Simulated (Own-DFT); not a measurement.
# Response to strain: hcp Hf, 36 atoms (Hf36)

Calculated, not measured: single-point runs of Own-DFT, a retired in-house plane-wave DFT program that no person has reviewed, on unrelaxed cells, without spin or spin-orbit coupling.

Method: PBE; PseudoDojo norm-conserving scalar-relativistic files; cutoff 42 hartree; 4 x 4 x 4 k mesh centred on Gamma; cold (Marzari-Vanderbilt) smearing of 0.2 eV.

Known weak points: hafnium file: forces about 75 meV/angstrom off all-electron values; forces on such cells passed a denser k mesh, each cell not checked; stress not checked against mesh or cutoff.

Unstrained cell vectors in Å: (9.589, 0.000, 0.000); (-4.795, 8.305, 0.000); (0.000, 0.000, 10.102). The unstrained cell has measured lattice constants (interpolated for alloys), not those of this functional. That, the random moves and any unrelaxed bonds set the pressure at no strain. A uniform strain is put on this cell, atoms riding along. Each coordinate of each atom was shifted by a normal deviate of width 0.05 Å. Stress is counted positive in tension, P = -(s_xx + s_yy + s_zz)/3, and strain components are those of the symmetric tensor.

| run | e_xx (%) | e_yy (%) | e_zz (%) | e_yz (%) | e_xz (%) | e_xy (%) | s_xx (GPa) | s_yy (GPa) | s_zz (GPa) | s_yz (GPa) | s_xz (GPa) | s_xy (GPa) | P (GPa) | E (meV/atom) |
|---|---|---|---|---|---|---|---|---|---|---|---|---|---|---|
| 1 | -1.62 | -1.92 | -1.95 | -0.98 | -1.92 | -1.08 | -7.99 | -7.85 | -9.02 | -1.03 | -2.07 | -1.61 | 8.29 | 45.0 |
| 2 | 0.03 | -1.22 | -0.99 | 0.36 | 1.85 | 1.94 | -2.88 | -4.60 | -4.91 | 0.24 | 1.89 | 2.74 | 4.13 | 24.1 |
| 3 | -1.25 | 0.92 | 0.16 | 0.58 | -0.94 | 1.30 | -3.11 | -0.41 | -1.39 | 0.62 | -0.99 | 1.74 | 1.64 | 7.9 |
| 4 | 1.54 | -1.06 | -0.49 | 0.51 | 1.64 | 0.40 | 0.78 | -3.02 | -2.53 | 0.63 | 1.59 | 0.39 | 1.59 | 20.5 |
| 5 | -0.38 | 0.22 | 1.74 | 0.02 | -0.69 | -0.16 | -0.63 | 0.18 | 1.69 | -0.06 | -0.62 | -0.34 | -0.41 | 0.0 |
| 6 | -1.16 | -1.46 | 0.46 | 1.27 | -1.80 | 0.18 | -4.59 | -4.32 | -2.61 | 1.21 | -1.81 | 0.35 | 3.84 | 12.1 |
| 7 | -1.20 | -1.12 | 1.32 | -1.75 | 1.84 | -1.48 | -3.55 | -3.82 | -0.85 | -1.59 | 1.58 | -1.95 | 2.74 | 29.3 |
| 8 | 1.40 | -1.33 | 1.55 | 0.42 | 0.11 | -1.60 | 1.33 | -1.82 | 1.46 | 0.50 | 0.13 | -1.79 | -0.32 | 10.0 |
| 9 | 1.96 | 1.46 | 1.83 | 0.11 | -0.71 | -1.58 | 3.87 | 3.67 | 4.14 | 0.08 | -0.63 | -2.03 | -3.89 | 19.2 |
| 10 | -1.04 | -1.85 | -0.49 | 1.99 | 1.40 | -1.60 | -5.09 | -6.32 | -5.06 | 1.97 | 1.44 | -2.35 | 5.49 | 29.0 |
| 11 | 0.47 | -1.32 | -0.95 | 0.51 | -0.21 | -1.88 | -1.72 | -4.78 | -4.39 | 0.51 | -0.14 | -2.73 | 3.63 | 20.5 |
| 12 | -0.27 | -1.65 | -1.48 | -1.93 | 0.83 | -0.50 | -4.20 | -5.74 | -6.65 | -1.96 | 0.91 | -1.06 | 5.53 | 22.0 |
| 13 | -1.73 | 0.95 | 0.09 | 0.91 | 1.22 | -1.02 | -4.10 | -0.60 | -1.96 | 0.88 | 1.21 | -1.19 | 2.22 | 8.9 |
| 14 | -2.00 | -1.35 | -0.76 | -1.55 | 0.56 | -1.36 | -6.90 | -6.45 | -6.08 | -1.51 | 0.51 | -2.02 | 6.48 | 34.9 |
| 15 | 1.54 | 1.95 | -0.93 | -2.00 | -1.34 | -0.18 | 2.63 | 2.30 | -1.14 | -2.02 | -1.36 | -0.10 | -1.26 | 9.5 |
| 16 | 0.55 | 1.83 | 1.23 | -0.35 | 1.40 | 1.25 | 1.66 | 3.16 | 2.32 | -0.33 | 1.40 | 1.47 | -2.38 | 6.4 |
| 17 | -1.11 | -0.86 | 0.92 | 0.32 | -1.69 | 0.17 | -3.66 | -2.90 | -1.20 | 0.40 | -1.68 | 0.90 | 2.59 | 13.2 |
| 18 | 1.91 | -1.69 | 1.99 | 0.06 | -1.57 | -1.48 | ? | ? | ? | ? | ? | ? | ? | ? |

E is the free energy per atom, counted from the lowest run shown.

## Worked fit

Regress every stress component on the fractional strains (shears doubled) of the visible runs, with a constant. Shear strains stay in the fit of a normal stress only where such slopes are resolved. The slopes, in GPa:

```
stress,at no strain,per e_xx,per e_yy,per e_zz,scatter
s_xx,-1.5,198 ± 7,71 ± 7,65 ± 8,0.34
s_yy,-1.6,62 ± 6,189 ± 6,82 ± 6,0.27
s_zz,-1.9,68 ± 5,78 ± 5,213 ± 5,0.23
```

The slope of each shear stress on twice its own strain, from a fit on all six strains: yz 49 ± 1, xz 50 ± 1, xy 69 ± 3 GPa. These are stiffnesses along x, y and z of the frame in which the cell vectors are given, with the crystal's c axis along z: C11, C12, C13 and C33. Hexagonal symmetry asks that xx and yy behave alike, which is a second check on the noise. The atoms are held to the strained lattice; where symmetry lets them move under strain, relaxing them would lower some slopes. The table should be nearly symmetric about its diagonal, and what it lacks of that shows the noise. A ninth of the table's sum, 114 ± 2 GPa, estimates the bulk modulus near the mean pressure of these runs, 2.3 GPa, so it lies above the value at zero pressure.

## Withheld run

The question: what normal stresses and pressure should run 18 give?

The fit gives s_xx = 2.4, s_yy = -2.0, s_zz = 2.3 and P = -0.9 GPa. DFT gave 2.57, -2.52, 2.28 and P = -0.78 GPa.
